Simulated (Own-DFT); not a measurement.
# Which arrangement is lower? In48P48, 96 atoms

All numbers below are calculated, not measured. They come from Own-DFT, an in-house plane-wave density functional program, since retired, whose code no person has reviewed. Each row is one single-point run on a periodic cell that was not relaxed, without spin or spin-orbit coupling.

Settings of every run: PBE; PseudoDojo norm-conserving scalar-relativistic files; cutoff 36 hartree; 2 x 3 x 3 k mesh centred on Gamma; Fermi-Dirac smearing of 0.1 eV.

Known limits, some of them of some rows only: not probed for a lower state with spin; forces on such cells failed a check on a denser k mesh; forces not confirmed at this smearing and k mesh; stress not checked against mesh or cutoff.

All cells hold the same atoms in the same cell, with vectors in Å (17.606, 0.000, 0.000); (0.000, 11.737, 0.000); (0.000, 0.000, 11.737). Every atom was moved at random from its ideal site; u is the rms move along one axis. The defect's site can differ from row to row. E is the free energy of the cell above the lowest run. The arrangements:

- A: zincblende InP
- B: zincblende InP, with one In on a P site and one P on an In site, 2.5 Å apart

```
arrangement   u (Å)  E (eV)  P (GPa)
          A  0.0197   0.039     3.20
          A  0.0202   0.000     3.20
          A  0.0219   0.134     3.21
          A  0.0481   2.930     3.60
          A  0.0497   2.904     3.56
          A  0.0535   3.865     3.71
          B  0.0296   4.926     3.55
          B  0.0299   4.740     3.52
          B  0.0323   4.864     3.54
          B  0.0504   7.244     3.81
          B  0.0505   6.674     3.74
          B  0.0518   7.434     3.87
```

Question: once the cost of the random moves is taken out, how do the arrangements rank?

## Worked answer

Fit E = a + b u², with one b for all and one a for each arrangement, and with residuals divided by u², since the noise grows with the moves. Then b = 1437 eV/Å², the scatter at u = 0.04 Å is 0.19 eV, and against A:

- B: 4.05 ± 0.08 eV (higher)

These are energies of unrelaxed cells. Relaxing the atoms lowers the strained arrangements most, so the gaps would shrink and small ones could change sign.
